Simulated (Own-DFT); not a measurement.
# Computed records: Hf36O71 (tetragonal hafnia with one neutral oxygen vacancy, atoms displaced)

All values are calculated (Own-DFT development build). A calculation, not a measurement: plane-wave PBE and HSE06 DFT by an unreviewed code, no spin, of a simulated cell at Gamma alone, so results move with cell size and shape, stress positive in tension, energies less offsets, not probed for a lower state with spin; hafnium file: forces about 75 meV/angstrom off all-electron values; oxygen file: force components 24 meV/angstrom off all-electron in a glass; k mesh not checked against a denser one; forces and stress are PBE's, HSE06 gives the energy alone, and its difference from PBE has offsets of its own; offsets are fitted by least squares, one for each functional and potential file, so energies compare only between cells with the same atoms and settings and are not formation energies; the far tail of each file's local potential was reset to the Coulomb form; each entry is a single point on an unrelaxed cell, so the pressure reflects the starting lattice, taken from the Materials Project, from which strain is counted, and rises with the displacements; printed positions are rounded, which can move forces by about a meV/angstrom; the program is a retired in-house code; no spin-orbit coupling.

```cif
# cell vector a (Å): 10.7800 0.0000 0.0000
# cell vector b (Å): 0.0000 10.7800 0.0000
# cell vector c (Å): 0.0000 0.0000 10.4493
data_Hf36O71
_symmetry_space_group_name_H-M 'P 1'
_symmetry_Int_Tables_number 1
_cell_length_a 10.7800
_cell_length_b 10.7800
_cell_length_c 10.4493
_cell_angle_alpha 90.000
_cell_angle_beta 90.000
_cell_angle_gamma 90.000
_cell_volume 1214.30
loop_
_atom_site_label
_atom_site_type_symbol
_atom_site_fract_x
_atom_site_fract_y
_atom_site_fract_z
_atom_site_occupancy
Hf1 Hf 0.00398 0.99467 0.99916 1
Hf2 Hf 0.16865 0.16606 0.25566 1
O1 O 0.00786 0.17033 0.14297 1
O2 O 0.17075 0.99860 0.34008 1
O3 O 0.00008 0.16544 0.40060 1
O4 O 0.16535 0.00821 0.09630 1
Hf3 Hf 0.99613 0.00068 0.50076 1
Hf4 Hf 0.16648 0.16023 0.74284 1
O5 O 0.99491 0.16675 0.65102 1
O6 O 0.17475 0.00170 0.85553 1
O7 O 0.00476 0.16821 0.89965 1
O8 O 0.16775 0.99930 0.59892 1
Hf5 Hf 0.00065 0.33101 0.99856 1
Hf6 Hf 0.16865 0.48992 0.25035 1
O9 O 0.99952 0.50179 0.14612 1
O10 O 0.16346 0.33762 0.34447 1
O11 O 0.99737 0.49223 0.40322 1
O12 O 0.17132 0.33682 0.09530 1
Hf7 Hf 0.99764 0.33450 0.50593 1
Hf8 Hf 0.16692 0.49942 0.75260 1
O13 O 0.00378 0.49877 0.65288 1
O14 O 0.16888 0.33085 0.84304 1
O15 O 0.99543 0.49802 0.89991 1
O16 O 0.16801 0.33214 0.59575 1
Hf9 Hf 0.00462 0.66688 0.00126 1
Hf10 Hf 0.16409 0.83007 0.24684 1
O17 O 0.00678 0.83085 0.16087 1
O18 O 0.17368 0.66694 0.34607 1
O19 O 0.00082 0.82994 0.40012 1
O20 O 0.15906 0.67129 0.09058 1
Hf11 Hf 0.99942 0.66741 0.50055 1
Hf12 Hf 0.16354 0.83101 0.75013 1
O21 O 0.00885 0.83183 0.65877 1
O22 O 0.16554 0.66594 0.85062 1
O23 O 0.99925 0.82762 0.90557 1
O24 O 0.16854 0.66703 0.59530 1
Hf13 Hf 0.33514 0.99778 0.99815 1
Hf14 Hf 0.50294 0.17169 0.24920 1
O25 O 0.33727 0.16576 0.14882 1
O26 O 0.49684 0.99737 0.35014 1
O27 O 0.34062 0.17131 0.39998 1
O28 O 0.49492 0.00140 0.09153 1
Hf15 Hf 0.34343 0.00260 0.49725 1
Hf16 Hf 0.49783 0.16431 0.74433 1
O29 O 0.33001 0.16781 0.65430 1
O30 O 0.49224 0.00258 0.84352 1
O31 O 0.33558 0.16347 0.90091 1
O32 O 0.50920 0.00251 0.59370 1
Hf17 Hf 0.33749 0.32779 0.99205 1
Hf18 Hf 0.50723 0.49315 0.25436 1
O33 O 0.33480 0.49814 0.15029 1
O34 O 0.48986 0.33651 0.34459 1
O35 O 0.33625 0.50280 0.40920 1
O36 O 0.50263 0.33206 0.10341 1
Hf19 Hf 0.33709 0.33378 0.50023 1
Hf20 Hf 0.50442 0.49860 0.75349 1
O37 O 0.33335 0.49929 0.64887 1
O38 O 0.49266 0.33483 0.85373 1
O39 O 0.33001 0.50104 0.90933 1
O40 O 0.49656 0.34602 0.60570 1
Hf21 Hf 0.33387 0.66037 0.00323 1
Hf22 Hf 0.49678 0.83006 0.24598 1
O41 O 0.32831 0.83179 0.15974 1
O42 O 0.49208 0.66624 0.34691 1
O43 O 0.32570 0.83100 0.40325 1
O44 O 0.50259 0.66518 0.10206 1
Hf23 Hf 0.33333 0.67128 0.49829 1
Hf24 Hf 0.50438 0.82465 0.74974 1
O45 O 0.34069 0.82945 0.65932 1
O46 O 0.49718 0.67171 0.85031 1
O47 O 0.33736 0.84010 0.90537 1
O48 O 0.50263 0.67590 0.59520 1
Hf25 Hf 0.66530 0.99881 0.99517 1
Hf26 Hf 0.83412 0.16448 0.25146 1
O49 O 0.66981 0.17058 0.14728 1
O50 O 0.83103 0.99432 0.35012 1
O51 O 0.66888 0.16410 0.39729 1
O52 O 0.83851 0.00442 0.08957 1
Hf27 Hf 0.65957 0.00472 0.49964 1
Hf28 Hf 0.83460 0.17164 0.74859 1
O53 O 0.66636 0.16294 0.65041 1
O54 O 0.83798 0.98923 0.84884 1
O55 O 0.65889 0.16376 0.90344 1
O56 O 0.83104 0.00304 0.59378 1
Hf29 Hf 0.66619 0.33250 0.99933 1
Hf30 Hf 0.83060 0.49904 0.24572 1
O57 O 0.66530 0.49205 0.15701 1
O58 O 0.83559 0.33727 0.34471 1
O59 O 0.66837 0.50335 0.40430 1
O60 O 0.83922 0.33308 0.10320 1
Hf31 Hf 0.66965 0.33954 0.49466 1
Hf32 Hf 0.84219 0.50419 0.75322 1
O61 O 0.66593 0.50201 0.65681 1
O62 O 0.83228 0.32630 0.84977 1
O63 O 0.67266 0.49527 0.89705 1
O64 O 0.83293 0.33800 0.59474 1
Hf33 Hf 0.67554 0.66657 0.00360 1
Hf34 Hf 0.83489 0.83496 0.24658 1
O65 O 0.65395 0.83245 0.15464 1
O66 O 0.83260 0.66652 0.34217 1
O67 O 0.66216 0.83186 0.40925 1
O68 O 0.83411 0.66273 0.09993 1
Hf35 Hf 0.67184 0.66442 0.49982 1
Hf36 Hf 0.83539 0.82728 0.75829 1
O69 O 0.67269 0.83332 0.65889 1
O70 O 0.83358 0.67034 0.85891 1
O71 O 0.83369 0.67050 0.59977 1
_calc_first_functional 'PBE'
_calc_second_functional 'HSE06'
_calc_exact_exchange_share 0.25
_calc_screening 0.11  # 1/bohr
_calc_exchange_divergence 'Gygi-Baldereschi'
_calc_potential_files 'PseudoDojo norm-conserving, scalar-relativistic, made for PBE, standard set'
_calc_wave_cutoff 48  # hartree
_calc_occupations 'fixed'
_calc_k_mesh '1 x 1 x 1 centred on Gamma'
_calc_PBE_energy_of_cell_above_offsets '-98.030'  # eV
_calc_HSE06_less_PBE_above_offsets '0.017'  # eV
_calc_PBE_pressure 2.1  # GPa
_calc_PBE_stress_xx -1.91  # GPa
_calc_PBE_stress_yy -1.72  # GPa
_calc_PBE_stress_zz -2.66  # GPa
_calc_PBE_stress_yz 0.72  # GPa
_calc_PBE_stress_xz -0.03  # GPa
_calc_PBE_stress_xy -0.03  # GPa
```

Force:
```tsv
element	x (eV/Å)	y (eV/Å)	z (eV/Å)
Hf	0.814	1.687	-0.341
Hf	0.051	-0.366	-2.118
O	-1.083	-0.034	1.577
O	-0.136	0.519	0.989
O	-0.132	0.118	0.119
O	0.246	-0.72	0.165
Hf	0.18	-0.44	-0.112
Hf	-0.585	0.184	1.604
O	0.566	0.104	-0.337
O	-1.199	-0.698	-1.503
O	-0.532	-0.951	-0.39
O	0.029	0.352	-0.416
Hf	0.899	-0.52	0.908
Hf	0.082	2.072	-1.187
O	0.185	-0.044	0.857
O	0.378	-1.848	1.121
O	-0.014	1.718	0.286
O	-0.422	0.136	-0.237
Hf	1.281	-0.265	-1.144
Hf	1.464	-0.217	-0.38
O	-0.611	0.082	-0.132
O	0.078	0.192	-0.074
O	-0.154	0.355	-0.465
O	-0.4	-0.248	-0.306
Hf	-0.852	-1.332	-0.126
Hf	1.893	-0.007	1.815
O	-3.032	0.389	-1.877
O	-0.809	-1.087	-0.268
O	-0.344	0.482	0.85
O	2.333	-0.085	0.973
Hf	1.156	-0.427	-0.804
Hf	2.813	0.519	0.965
O	-2.349	-0.018	-1.085
O	-0.037	-0.157	-0.49
O	0.51	0.801	-0.241
O	-0.931	0.08	0.39
Hf	-1.18	0.726	0.139
Hf	-0.831	-1.107	-1.17
O	-0.21	0.467	0.983
O	0.012	0.632	-0.392
O	-0.374	-0.737	0.355
O	2.04	-0.106	0.745
Hf	-1.321	-1.188	-0.485
Hf	0.18	0.096	1.552
O	1.346	-0.267	-1.148
O	1.267	-0.75	-0.512
O	0.027	0.521	-0.515
O	-2.815	0.318	1.281
Hf	-0.633	-0.093	1.427
Hf	-2.659	2.769	-1.13
O	0.247	0.501	0.823
O	1.133	-1.226	1.608
O	-0.274	-1.142	-0.626
O	0.056	-0.044	-0.566
Hf	-0.758	1.669	0.589
Hf	-1.193	0.248	-0.492
O	-0.008	0.302	1.575
O	0.652	-0.168	-0.498
O	0.095	-0.265	-1.162
O	1.419	-1.125	-1.127
Hf	0.314	1.403	0.488
Hf	-1.272	-0.471	1.342
O	0.729	-0.072	-1.162
O	0.658	-0.351	-0.142
O	0.577	1.714	0.662
O	0.166	-0.192	-0.893
Hf	0.358	-0.57	0.144
Hf	-0.418	1.221	0.158
O	-1.341	0.539	-0.706
O	0.608	-1.685	0.435
O	-0.237	-2.435	0.174
O	0.658	-0.531	0.197
Hf	-0.285	-0.405	0.282
Hf	0.864	0.405	-1.021
O	0.028	-0.368	0.757
O	0.396	0.605	-1.001
O	-0.253	1.663	-0.051
O	-1.138	-0.593	1.209
Hf	2.859	-1.377	-0.805
Hf	-0.388	-2.105	0.291
O	0.07	0.903	-0.027
O	-0.707	1.798	-0.297
O	0.393	0.43	-0.472
O	0.55	-0.123	0.062
Hf	0.373	-0.667	0.592
Hf	2.008	-0.004	-0.194
O	0.707	0.121	-0.884
O	-0.879	-1.197	0.731
O	-0.297	-0.936	-0.625
O	-1.055	0.074	-0.867
Hf	-0.246	-0.974	1.163
Hf	-1.097	-0.546	0.503
O	1.089	0.042	-0.597
O	0.03	1.324	-0.262
O	-0.281	0.827	0.921
O	-0.811	-0.1	0.665
Hf	-1.63	0.509	-0.459
Hf	-0.49	-0.38	0.622
O	3.299	0.314	-1.076
O	-0.076	0.21	0.562
O	0.262	-0.045	-0.281
O	-0.181	0.578	0.221
Hf	-1.345	1.915	0.54
Hf	-0.236	1.078	-1.077
O	-0.12	-0.04	0.647
O	-0.626	-1.202	-0.724
O	0.853	-0.672	0.403
```
